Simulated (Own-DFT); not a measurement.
Simulation results for SiC (2H silicon carbide, atoms displaced)

Computed with Own-DFT development build. A calculation, not a measurement: plane-wave PBE density functional theory by an unreviewed code, no spin, of a simulated periodic cell, stress positive in tension, free energy of the whole cell less one offset for each atom, forces on such cells passed a denser k mesh, this cell's mesh not checked; offsets are fitted by least squares, one for each functional and potential file, so energies compare only between cells with the same atoms and settings and are not formation energies; the far tail of each file's local potential was reset to the Coulomb form; each entry is a single point on an unrelaxed cell, so the pressure reflects the starting lattice, mostly measured values (interpolated for alloys), from which strain is counted, and rises with the displacements; printed positions are rounded, which can move forces by about a meV/angstrom; the program, named Own-DFT, is a retired in-house code; no spin-orbit coupling.

Common to all runs: functional PBE; potential files PseudoDojo norm-conserving, scalar-relativistic, standard set; wave cutoff 42 hartree; occupations Fermi-Dirac; smearing width 0.1 eV; hardware one NVIDIA H100; k mesh 4 x 4 x 3 centred on Gamma.

```json
{"entry": 1, "formula": "SiC", "kind": "2H silicon carbide, atoms displaced", "structure": {"cell_angstrom": [[9.2481, 0.0, 0.0], [-4.6241, 8.0091, 0.0], [0.0, 0.0, 10.0681]], "atoms_fractional": [["Si", 0.99995, 0.9914, 0.99875], ["Si", 0.10838, 0.21752, 0.24964], ["C", 0.9965, 0.9985, 0.18708], ["C", 0.10653, 0.21868, 0.43833], ["Si", 0.00661, 0.00286, 0.50241], ["Si", 0.10667, 0.22047, 0.74732], ["C", 0.99852, 0.9972, 0.68652], ["C", 0.1121, 0.22137, 0.94214], ["Si", 0.99989, 0.3335, 0.99844], ["Si", 0.10961, 0.55014, 0.24845], ["C", 0.99417, 0.33423, 0.18496], ["C", 0.10708, 0.5519, 0.43644], ["Si", 0.99855, 0.33788, 0.4988], ["Si", 0.11335, 0.55564, 0.74865], ["C", 0.00622, 0.33491, 0.6919], ["C", 0.11206, 0.54854, 0.93803], ["Si", 0.00518, 0.6719, 0.0042], ["Si", 0.10576, 0.88012, 0.24761], ["C", 0.00735, 0.67089, 0.19176], ["C", 0.1185, 0.89596, 0.43502], ["Si", 0.9984, 0.66361, 0.50251], ["Si", 0.1119, 0.88061, 0.75057], ["C", 0.00013, 0.66965, 0.68734], ["C", 0.11634, 0.88468, 0.93851], ["Si", 0.32943, 0.99764, 0.99497], ["Si", 0.44007, 0.22236, 0.2518], ["C", 0.33002, 0.99456, 0.18735], ["C", 0.44469, 0.22152, 0.43876], ["Si", 0.3313, 0.00449, 0.50441], ["Si", 0.44407, 0.22308, 0.74858], ["C", 0.33034, 0.99423, 0.68805], ["C", 0.44329, 0.22422, 0.93888], ["Si", 0.33631, 0.32999, 0.99917], ["Si", 0.44511, 0.55049, 0.25079], ["C", 0.3349, 0.3294, 0.18982], ["C", 0.44321, 0.56008, 0.44445], ["Si", 0.33543, 0.3313, 0.49758], ["Si", 0.44681, 0.5521, 0.75229], ["C", 0.33538, 0.33124, 0.68595], ["C", 0.43887, 0.55486, 0.93375], ["Si", 0.33445, 0.66662, 0.99984], ["Si", 0.44025, 0.88903, 0.24721], ["C", 0.33545, 0.66186, 0.18533], ["C", 0.44372, 0.89117, 0.43963], ["Si", 0.33329, 0.66205, 0.4986], ["Si", 0.44218, 0.89576, 0.74928], ["C", 0.33474, 0.66803, 0.68301], ["C", 0.44363, 0.8882, 0.93833], ["Si", 0.66659, 0.99753, 0.00111], ["Si", 0.77665, 0.22166, 0.25185], ["C", 0.66841, 0.99685, 0.18608], ["C", 0.7781, 0.21748, 0.43731], ["Si", 0.67142, 0.00265, 0.5002], ["Si", 0.77852, 0.22064, 0.74674], ["C", 0.67105, 0.00607, 0.68949], ["C", 0.7873, 0.22601, 0.93883], ["Si", 0.66581, 0.33022, 0.99953], ["Si", 0.77663, 0.55592, 0.25074], ["C", 0.67039, 0.33398, 0.18824], ["C", 0.77802, 0.55702, 0.43546], ["Si", 0.66525, 0.33521, 0.50159], ["Si", 0.77736, 0.55934, 0.747], ["C", 0.66101, 0.32884, 0.68656], ["C", 0.77912, 0.55645, 0.92961], ["Si", 0.66953, 0.67057, 0.00131], ["Si", 0.76937, 0.88055, 0.25035], ["C", 0.67199, 0.67623, 0.18392], ["C", 0.78054, 0.89584, 0.43964], ["Si", 0.66728, 0.66406, 0.5002], ["Si", 0.77754, 0.88856, 0.74772], ["C", 0.6678, 0.67122, 0.68603], ["C", 0.77592, 0.89016, 0.9341]]}, "results": {"free_energy_of_cell_above_offsets [eV]": "-10.109", "pressure [GPa]": 3.97, "stress_xx [GPa]": -2.72, "stress_yy [GPa]": -3.52, "stress_zz [GPa]": -5.67, "stress_yz [GPa]": -0.5, "stress_xz [GPa]": -0.18, "stress_xy [GPa]": 0.69, "force_element": ["Si", "Si", "C", "C", "Si", "Si", "C", "C", "Si", "Si", "C", "C", "Si", "Si", "C", "C", "Si", "Si", "C", "C", "Si", "Si", "C", "C", "Si", "Si", "C", "C", "Si", "Si", "C", "C", "Si", "Si", "C", "C", "Si", "Si", "C", "C", "Si", "Si", "C", "C", "Si", "Si", "C", "C", "Si", "Si", "C", "C", "Si", "Si", "C", "C", "Si", "Si", "C", "C", "Si", "Si", "C", "C", "Si", "Si", "C", "C", "Si", "Si", "C", "C"], "force_x [eV/angstrom]": [-0.941, -0.588, 0.414, 0.563, -0.857, 1.643, 0.687, 0.3, 0.92, 0.343, 1.199, 0.293, 0.925, 0.222, -1.612, -0.793, 0.214, 0.054, -1.013, -0.832, 0.306, -1.172, 0.356, -1.388, 1.424, 1.681, -0.653, 0.035, 1.34, -0.271, -0.904, 1.12, -1.574, -0.382, -0.898, 1.84, -1.149, -1.008, -0.666, 1.578, -0.334, 1.192, -0.5, 0.173, -1.581, 2.207, 0.144, -0.05, -0.059, 0.334, -1.117, -0.93, -1.151, 0.15, -0.411, -2.025, 0.642, 0.578, -1.24, 0.035, 0.689, 0.116, 0.85, -0.024, -0.358, 0.752, 0.143, 0.9, -0.749, -0.259, 0.238, 0.887], "force_y [eV/angstrom]": [1.373, 0.432, -0.994, 1.202, -0.743, -0.223, 0.036, -0.712, -0.331, 0.59, -0.59, 0.755, -1.355, 0.277, 0.125, 1.822, -2.15, 2.796, -2.071, -1.464, 1.332, 1.563, -1.596, 0.126, 0.796, -1.154, 0.983, 0.49, -1.052, -0.649, 1.519, -0.905, 0.896, 0.865, 0.537, -1.548, 0.405, 0.623, -0.019, -0.117, -0.425, -0.44, 0.172, -0.198, 1.762, -1.633, -0.017, 0.348, 0.897, -0.584, 0.326, 1.478, -0.795, 1.057, -1.129, -1.213, 0.7, 0.241, -0.006, -0.317, -0.731, -0.601, 1.049, 0.183, -0.694, 2.851, -3.097, -1.634, 1.49, 0.471, -0.922, -0.462], "force_z [eV/angstrom]": [0.078, -0.174, -0.02, -0.075, -0.897, 1.129, 0.821, -0.844, 0.538, 0.015, 0.618, 0.037, 0.499, 0.456, -1.481, -0.088, -0.865, 0.885, -0.807, 0.661, -1.059, -0.013, -0.099, -0.765, 1.516, -0.361, -0.635, -0.122, -1.196, 0.444, 0.341, -0.704, 0.24, 0.087, -0.402, -1.893, 0.435, -1.292, 0.12, 1.457, -0.382, 0.803, 0.776, -0.274, 0.241, 0.001, 1.257, -0.366, -0.482, -0.59, 0.525, 0.39, 0.216, 1.101, -0.466, -0.709, -0.31, -0.868, 0.123, 0.68, -0.748, -0.123, 0.22, 2.252, -1.781, 0.802, 0.807, -0.29, -0.049, 0.12, 0.159, 0.38], "wall_time [s]": 365.9}}
{"entry": 2, "formula": "SiC", "kind": "2H silicon carbide, atoms displaced", "structure": {"cell_angstrom": [[9.2481, 0.0, 0.0], [-4.6241, 8.0091, 0.0], [0.0, 0.0, 10.0681]], "atoms_fractional": [["Si", 0.99533, 0.99594, 0.0033], ["Si", 0.11647, 0.22955, 0.25057], ["C", 0.99564, 0.99692, 0.18638], ["C", 0.10474, 0.21816, 0.4388], ["Si", 0.98921, 0.99393, 0.49663], ["Si", 0.10914, 0.22558, 0.74706], ["C", 3e-05, 0.004, 0.68883], ["C", 0.10815, 0.22371, 0.93629], ["Si", 0.99669, 0.32329, 0.9971], ["Si", 0.10978, 0.55212, 0.24855], ["C", 0.99613, 0.33085, 0.18495], ["C", 0.11285, 0.55493, 0.43487], ["Si", 0.99335, 0.33005, 0.50177], ["Si", 0.11244, 0.55812, 0.75323], ["C", 0.00112, 0.33246, 0.68492], ["C", 0.11039, 0.55102, 0.93949], ["Si", 0.0005, 0.66195, 0.99621], ["Si", 0.10787, 0.89298, 0.25373], ["C", 0.99553, 0.66576, 0.19156], ["C", 0.11031, 0.88871, 0.43299], ["Si", 0.00189, 0.66749, 0.49989], ["Si", 0.11205, 0.8894, 0.75043], ["C", 0.00438, 0.67021, 0.68497], ["C", 0.10153, 0.88879, 0.93591], ["Si", 0.33405, 0.00129, 0.9974], ["Si", 0.4404, 0.21888, 0.25016], ["C", 0.33788, 0.0017, 0.18353], ["C", 0.44313, 0.2168, 0.43754], ["Si", 0.32738, 0.9979, 0.49886], ["Si", 0.44193, 0.22037, 0.75007], ["C", 0.33187, 0.99784, 0.68387], ["C", 0.44971, 0.2233, 0.93541], ["Si", 0.3329, 0.33221, 0.00037], ["Si", 0.44155, 0.55381, 0.25231], ["C", 0.33444, 0.33227, 0.18909], ["C", 0.4475, 0.55876, 0.44006], ["Si", 0.33027, 0.32945, 0.49789], ["Si", 0.4405, 0.55665, 0.74706], ["C", 0.33025, 0.3317, 0.68402], ["C", 0.44424, 0.55548, 0.93986], ["Si", 0.32975, 0.66774, 0.99866], ["Si", 0.44712, 0.89365, 0.25084], ["C", 0.33324, 0.67268, 0.18515], ["C", 0.4402, 0.88858, 0.43732], ["Si", 0.33521, 0.66256, 0.49864], ["Si", 0.43732, 0.88218, 0.7515], ["C", 0.33283, 0.66453, 0.68869], ["C", 0.44461, 0.89241, 0.9395], ["Si", 0.66718, 0.9986, 0.99804], ["Si", 0.78115, 0.22639, 0.25081], ["C", 0.66156, 0.9999, 0.19238], ["C", 0.77794, 0.21943, 0.43131], ["Si", 0.66773, 0.99773, 0.49965], ["Si", 0.77973, 0.22649, 0.75052], ["C", 0.6681, 0.00119, 0.68713], ["C", 0.77625, 0.22067, 0.93526], ["Si", 0.67316, 0.33457, 0.00082], ["Si", 0.77047, 0.54955, 0.25254], ["C", 0.66862, 0.33154, 0.19052], ["C", 0.77443, 0.55029, 0.43346], ["Si", 0.66735, 0.33514, 0.49598], ["Si", 0.77434, 0.55478, 0.75321], ["C", 0.66996, 0.33983, 0.68582], ["C", 0.77976, 0.55533, 0.9388], ["Si", 0.67207, 0.67432, 0.99571], ["Si", 0.78401, 0.89325, 0.25026], ["C", 0.66944, 0.66803, 0.18573], ["C", 0.77511, 0.88795, 0.43554], ["Si", 0.66307, 0.66739, 0.4975], ["Si", 0.78039, 0.89106, 0.75035], ["C", 0.6634, 0.66101, 0.69342], ["C", 0.77449, 0.88364, 0.93906]]}, "results": {"free_energy_of_cell_above_offsets [eV]": "-10.653", "pressure [GPa]": 3.73, "stress_xx [GPa]": -2.83, "stress_yy [GPa]": -2.35, "stress_zz [GPa]": -6.02, "stress_yz [GPa]": 0.09, "stress_xz [GPa]": -0.06, "stress_xy [GPa]": 0.26, "force_element": ["Si", "Si", "C", "C", "Si", "Si", "C", "C", "Si", "Si", "C", "C", "Si", "Si", "C", "C", "Si", "Si", "C", "C", "Si", "Si", "C", "C", "Si", "Si", "C", "C", "Si", "Si", "C", "C", "Si", "Si", "C", "C", "Si", "Si", "C", "C", "Si", "Si", "C", "C", "Si", "Si", "C", "C", "Si", "Si", "C", "C", "Si", "Si", "C", "C", "Si", "Si", "C", "C", "Si", "Si", "C", "C", "Si", "Si", "C", "C", "Si", "Si", "C", "C"], "force_x [eV/angstrom]": [-0.114, -0.936, 0.737, 0.378, 1.548, 0.807, 0.305, 1.303, -0.81, -0.56, 0.945, -0.097, 0.657, -0.122, -0.979, -0.289, -0.687, 1.321, 0.472, -0.867, -0.099, -0.684, -0.645, 1.996, -0.763, 1.084, -1.413, -0.577, 0.782, 0.395, -0.075, -0.694, 0.18, 0.33, -0.253, -0.329, 0.063, 0.995, 0.161, -0.189, 1.093, -0.676, 0.378, 0.717, -1.441, 0.823, -0.556, 0.033, -0.526, -0.254, 1.767, -0.469, -1.298, -0.272, -0.404, 0.509, -0.995, 0.708, -0.911, -0.213, 0.2, 0.965, -0.087, -0.193, -0.343, -1.788, -0.684, -0.072, 1.536, -0.397, -0.339, -0.09], "force_y [eV/angstrom]": [0.731, -1.4, 1.647, 0.407, 0.881, -0.556, -0.766, -1.101, 1.456, 1.057, 0.251, -0.502, 0.663, -0.663, 0.82, -0.039, 0.851, -1.124, 0.014, 0.009, -0.482, 0.395, -0.494, -0.299, 0.0, 0.055, -0.179, 0.735, -0.101, 0.471, 0.118, 0.053, 0.314, 1.335, 0.256, -1.369, 0.0, -0.961, 0.202, 0.192, -0.074, -0.89, -1.022, -0.252, 0.923, 1.407, 0.162, -0.846, -0.005, -1.15, 0.627, 0.211, 0.446, -0.534, -0.244, -0.141, -0.087, 1.122, -0.058, 1.267, -0.918, 0.288, -1.151, -0.041, -2.66, -1.138, -0.106, -0.516, -0.453, -0.503, 1.396, 2.064], "force_z [eV/angstrom]": [-0.936, -0.108, 0.579, -0.39, 0.952, 0.237, -0.634, 0.021, 0.629, -0.345, -0.019, 0.807, -1.018, -0.939, 0.881, -0.474, 1.539, -2.066, -0.739, 1.649, -0.916, -0.519, 0.837, 0.334, 0.195, -0.223, 0.7, -0.073, -0.099, -0.787, 0.983, 0.589, -0.474, -1.19, -0.093, -0.621, 0.145, 1.125, 0.65, -0.57, 0.458, -0.028, 0.703, 0.471, 0.094, -0.553, -0.444, -0.746, 0.946, -0.752, -1.181, 1.887, -0.167, -0.906, 0.396, 0.392, 0.273, -1.452, -0.626, 1.453, 0.574, -0.627, 0.038, -0.174, 1.326, -0.544, 0.501, 0.251, 0.974, -0.133, -1.354, -0.668], "wall_time [s]": 377.9}}
{"entry": 3, "formula": "SiC", "kind": "2H silicon carbide, atoms displaced", "structure": {"cell_angstrom": [[9.2481, 0.0, 0.0], [-4.6241, 8.0091, 0.0], [0.0, 0.0, 10.0681]], "atoms_fractional": [["Si", 0.00367, 0.00431, 0.00226], ["Si", 0.10959, 0.2191, 0.25375], ["C", 0.99919, 0.00036, 0.18604], ["C", 0.10571, 0.2222, 0.43349], ["Si", 0.99655, 0.99831, 0.49762], ["Si", 0.11182, 0.2183, 0.75227], ["C", 0.9947, 0.00212, 0.69002], ["C", 0.10876, 0.22232, 0.93534], ["Si", 0.00873, 0.33728, 0.00191], ["Si", 0.11473, 0.56265, 0.25388], ["C", 0.00329, 0.33667, 0.19026], ["C", 0.11677, 0.56337, 0.44058], ["Si", 0.00681, 0.333, 0.49961], ["Si", 0.11284, 0.55613, 0.75435], ["C", 0.99583, 0.33487, 0.69169], ["C", 0.1133, 0.55695, 0.93841], ["Si", 0.99637, 0.66206, 0.00103], ["Si", 0.10352, 0.88276, 0.24616], ["C", 0.99715, 0.66779, 0.1912], ["C", 0.10921, 0.88858, 0.43761], ["Si", 0.99615, 0.66467, 0.49782], ["Si", 0.10954, 0.88521, 0.74748], ["C", 0.00621, 0.67859, 0.68956], ["C", 0.10994, 0.87736, 0.93468], ["Si", 0.33478, 0.99733, 0.99652], ["Si", 0.45532, 0.23279, 0.24853], ["C", 0.33567, 0.99605, 0.18779], ["C", 0.44729, 0.22343, 0.43661], ["Si", 0.32999, 0.00021, 0.49762], ["Si", 0.44441, 0.22494, 0.75075], ["C", 0.33366, 0.00056, 0.69106], ["C", 0.44222, 0.21804, 0.93783], ["Si", 0.33922, 0.34251, 0.00114], ["Si", 0.44767, 0.55788, 0.2454], ["C", 0.33493, 0.33566, 0.19005], ["C", 0.44985, 0.55521, 0.43839], ["Si", 0.32729, 0.33248, 0.50067], ["Si", 0.44403, 0.55448, 0.74723], ["C", 0.33169, 0.33587, 0.68954], ["C", 0.44128, 0.55044, 0.9384], ["Si", 0.33388, 0.6615, 0.00492], ["Si", 0.44494, 0.88523, 0.24958], ["C", 0.32896, 0.66223, 0.18502], ["C", 0.4443, 0.89211, 0.43987], ["Si", 0.33433, 0.66501, 0.49867], ["Si", 0.44277, 0.88764, 0.74755], ["C", 0.33452, 0.66426, 0.68679], ["C", 0.44203, 0.87649, 0.93554], ["Si", 0.66934, 0.00316, 0.00471], ["Si", 0.77281, 0.22135, 0.2528], ["C", 0.66672, 0.99649, 0.18769], ["C", 0.77636, 0.22381, 0.44204], ["Si", 0.66795, 0.00169, 0.50173], ["Si", 0.7802, 0.22101, 0.74775], ["C", 0.66772, 5e-05, 0.68537], ["C", 0.77603, 0.22504, 0.93917], ["Si", 0.66768, 0.32854, 0.99872], ["Si", 0.76842, 0.54813, 0.25047], ["C", 0.66098, 0.33388, 0.18377], ["C", 0.77095, 0.54913, 0.43687], ["Si", 0.66836, 0.33011, 0.49576], ["Si", 0.77466, 0.55833, 0.75056], ["C", 0.67416, 0.34055, 0.68541], ["C", 0.78025, 0.5561, 0.93736], ["Si", 0.66322, 0.66607, 0.0008], ["Si", 0.78143, 0.89236, 0.25229], ["C", 0.66588, 0.66099, 0.18922], ["C", 0.77499, 0.88705, 0.44219], ["Si", 0.66828, 0.66963, 0.49987], ["Si", 0.77643, 0.88494, 0.74533], ["C", 0.67254, 0.66054, 0.69374], ["C", 0.78018, 0.89283, 0.93902]]}, "results": {"free_energy_of_cell_above_offsets [eV]": "-9.994", "pressure [GPa]": 3.98, "stress_xx [GPa]": -2.89, "stress_yy [GPa]": -3.8, "stress_zz [GPa]": -5.25, "stress_yz [GPa]": 0.04, "stress_xz [GPa]": 0.22, "stress_xy [GPa]": 0.35, "force_element": ["Si", "Si", "C", "C", "Si", "Si", "C", "C", "Si", "Si", "C", "C", "Si", "Si", "C", "C", "Si", "Si", "C", "C", "Si", "Si", "C", "C", "Si", "Si", "C", "C", "Si", "Si", "C", "C", "Si", "Si", "C", "C", "Si", "Si", "C", "C", "Si", "Si", "C", "C", "Si", "Si", "C", "C", "Si", "Si", "C", "C", "Si", "Si", "C", "C", "Si", "Si", "C", "C", "Si", "Si", "C", "C", "Si", "Si", "C", "C", "Si", "Si", "C", "C"], "force_x [eV/angstrom]": [0.293, 0.082, 0.194, 1.265, 0.459, -1.226, 1.461, 1.235, -1.565, -0.426, -0.512, -0.222, -2.209, -0.534, 1.897, 0.149, 0.408, 1.231, -0.093, -0.536, 0.067, -0.305, -0.111, -0.824, -0.039, -2.113, -0.814, -0.857, 0.472, 0.871, -0.307, -0.084, -0.03, -0.578, -0.174, -1.259, 1.444, 0.173, 0.208, 0.314, -0.702, -0.508, 0.822, 0.6, 0.412, 0.536, -0.212, 0.133, -0.232, 0.818, -0.188, 1.545, -0.745, -1.237, -0.185, 1.656, -1.308, 1.201, 2.173, 0.532, -1.323, 3.324, -0.616, -1.003, 1.061, -0.283, -0.515, 0.151, 0.429, -0.493, -3.217, -0.034], "force_y [eV/angstrom]": [-1.201, 0.926, 0.116, -0.645, 0.221, 0.896, -0.422, 0.283, -0.431, -1.091, -0.3, -1.321, 1.041, 0.395, 0.009, -0.379, 0.291, 1.645, -1.385, -0.085, 0.377, 1.999, -3.191, 1.853, -0.974, -2.737, 0.728, -0.088, 0.235, -0.088, 0.377, 0.857, -2.871, -0.514, -0.322, 0.087, 0.098, 0.404, -0.804, 1.472, 0.443, 0.322, 0.655, -0.689, 0.846, -0.135, 0.204, 1.698, -0.667, 0.254, 0.551, -0.394, -0.137, 0.223, -0.427, -0.678, 1.091, 1.019, 0.005, 0.939, 0.645, -0.978, -1.165, -0.634, 0.432, -1.121, 1.505, 0.596, -1.41, 0.486, 1.575, -0.518], "force_z [eV/angstrom]": [-1.368, -1.764, 0.86, 1.363, 0.949, -0.402, -1.032, 1.131, -0.173, -0.428, 0.297, -0.337, 0.762, -0.951, -0.897, 0.695, 0.057, 0.63, -0.544, -0.478, 0.867, 0.888, -1.074, 0.803, 0.425, 0.369, -0.15, 0.178, 0.496, -0.412, -0.99, 0.109, 0.147, 1.27, -0.269, -0.364, -0.349, 0.691, -0.544, -0.549, -1.66, 0.202, 1.375, -0.433, 0.374, 0.386, -0.025, 0.509, -1.716, -0.547, 0.997, -1.09, -0.295, 0.724, 0.579, -0.17, -0.563, -0.011, 0.288, -0.062, 1.693, 0.64, 0.262, 0.446, -0.395, -0.386, -0.33, -0.953, 0.67, 1.595, -1.887, -0.134], "wall_time [s]": 369.9}}
```
